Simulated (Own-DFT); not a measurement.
# Strain and stress in wurtzite GaN, 72 atoms (Ga36N36)

All numbers below are calculated, not measured. The program, named Own-DFT, is a retired in-house plane-wave density functional code that no person has reviewed. Each row is one single-point run on a periodic cell that was not relaxed, without spin or spin-orbit coupling.

Settings of every run: PBE; PseudoDojo norm-conserving scalar-relativistic files (stringent for Ga); cutoff 96 hartree; 4 x 4 x 3 k mesh centred on Gamma; Gaussian smearing of 0.01 eV.

Known limits: forces not confirmed at this smearing and k mesh; stress not checked against mesh or cutoff.

Unstrained cell vectors in Å: (9.567, 0.000, 0.000); (-4.783, 8.285, 0.000); (0.000, 0.000, 10.370). The unstrained cell has measured lattice constants (interpolated for alloys), not those of this functional. That, the random moves and any unrelaxed bonds set the pressure at no strain. Each run strains this cell uniformly, with the atoms carried along. Every atom was also moved at random, by a Gaussian of width 0.05 Å on each axis. Strain is the symmetric tensor, in per cent. Stress is positive in tension, and the pressure is minus a third of its trace.

| run | e_xx (%) | e_yy (%) | e_zz (%) | e_yz (%) | e_xz (%) | e_xy (%) | s_xx (GPa) | s_yy (GPa) | s_zz (GPa) | s_yz (GPa) | s_xz (GPa) | s_xy (GPa) | P (GPa) | E (meV/atom) |
|---|---|---|---|---|---|---|---|---|---|---|---|---|---|---|
| 1 | -0.62 | 0.40 | 0.40 | 0.26 | -0.09 | 1.92 | -9.63 | -4.47 | -5.43 | 0.24 | -0.40 | 5.41 | 6.51 | 0.0 |
| 2 | -1.32 | -1.37 | 1.56 | -0.96 | -0.60 | 1.70 | -13.74 | -14.74 | -2.41 | -3.26 | -1.10 | 7.83 | 10.30 | 31.3 |
| 3 | -1.36 | 0.95 | -0.91 | -1.61 | 1.39 | 1.81 | -11.58 | -6.82 | -11.01 | -3.40 | 2.45 | 5.42 | 9.80 | 17.7 |
| 4 | -1.41 | -1.82 | 0.69 | 1.99 | 1.58 | -0.89 | -17.00 | -16.18 | -5.48 | 4.68 | 4.43 | -2.46 | 12.88 | 34.2 |
| 5 | 0.07 | -0.42 | 1.66 | -0.84 | 1.05 | -0.57 | -6.33 | -7.69 | 0.00 | -1.57 | 2.29 | -2.07 | 4.67 | 3.6 |
| 6 | 1.49 | -0.32 | -0.41 | 0.37 | 1.32 | -0.54 | -4.00 | -6.39 | -7.70 | 0.34 | 3.27 | -2.65 | 6.03 | 19.0 |
| 7 | 1.80 | 1.30 | -1.64 | -1.95 | -0.53 | 0.15 | 1.63 | -1.66 | -12.68 | -4.06 | -1.35 | 1.22 | 4.24 | 4.0 |
| 8 | 0.40 | -0.88 | 0.15 | 0.96 | -0.01 | 0.84 | -6.10 | -11.64 | -5.06 | 3.37 | -0.44 | 2.27 | 7.60 | 2.8 |
| 9 | -0.33 | 0.45 | -1.63 | 0.49 | -1.78 | -0.37 | -9.13 | -7.64 | -15.08 | 0.45 | -4.12 | -0.66 | 10.62 | 25.0 |
| 10 | -0.64 | 0.30 | 0.94 | 0.41 | 1.10 | 1.85 | -8.58 | -5.62 | -4.68 | 1.25 | 1.49 | 5.29 | 6.29 | 17.6 |
| 11 | 1.09 | -0.99 | 0.67 | 0.89 | 1.59 | 1.38 | -4.01 | -8.62 | -4.44 | 1.31 | 3.44 | 3.90 | 5.69 | 14.3 |
| 12 | 1.48 | -1.41 | 1.59 | -1.37 | -0.51 | -0.87 | -2.64 | -9.27 | -0.58 | -2.78 | -1.71 | -4.40 | 4.16 | 6.2 |
| 13 | 0.02 | -1.62 | 1.78 | 1.83 | -1.97 | -0.24 | -7.20 | -11.31 | -1.74 | 2.94 | -3.89 | -0.19 | 6.75 | 11.9 |
| 14 | -1.25 | 0.19 | -1.19 | -1.65 | 1.92 | -0.27 | -14.66 | -9.46 | -14.11 | -3.34 | 4.96 | -1.93 | 12.74 | 54.9 |
| 15 | -1.42 | 1.32 | 1.44 | -0.22 | 0.23 | 1.11 | -9.93 | -2.87 | -2.38 | 0.00 | 0.82 | 3.91 | 5.06 | 16.2 |
| 16 | -0.06 | 0.32 | 1.95 | -0.15 | -0.64 | -1.39 | -6.64 | -3.75 | 1.22 | -0.36 | -2.07 | -4.70 | 3.06 | 2.6 |
| 17 | 1.17 | -1.67 | 1.61 | 0.15 | -0.78 | -1.96 | ? | ? | ? | ? | ? | ? | ? | ? |

E is the free energy for each atom above the lowest run shown.

## Worked fit

Each stress component was fitted by least squares to a constant and the strains of the runs shown, as fractions, with shears doubled. Shear strains stay in the fit of a normal stress only where such slopes are resolved. The slopes, in GPa:

```
stress  at no strain  per e_xx  per e_yy  per e_zz  scatter
  s_xx          -7.6  421 ± 24  173 ± 30   88 ± 25     1.02
  s_yy          -7.4  155 ± 21  421 ± 25  112 ± 21     0.88
  s_zz          -7.4   73 ± 21   29 ± 26  414 ± 21     0.89
```

Each shear stress against twice its own strain: yz 110 ± 9, xz 114 ± 6, xy 168 ± 12 GPa. These are stiffnesses along x, y and z of the frame in which the cell vectors are given, which need not be the crystal's axes. The atoms are held to the strained lattice; where symmetry lets them move under strain, relaxing them would lower some slopes. The table should be nearly symmetric about its diagonal, and what it lacks of that shows the noise. A ninth of its sum, 210 ± 6 GPa, estimates the bulk modulus near the mean pressure of these runs, 7.3 GPa, so it lies above the value at zero pressure.

## Withheld run

Question: what normal stresses and pressure should run 17 give?

The fit gives s_xx = -4.1, s_yy = -10.8, s_zz = -0.4 and P = 5.1 GPa. The calculation gave -2.28, -11.75, -1.43 and P = 5.15 GPa.
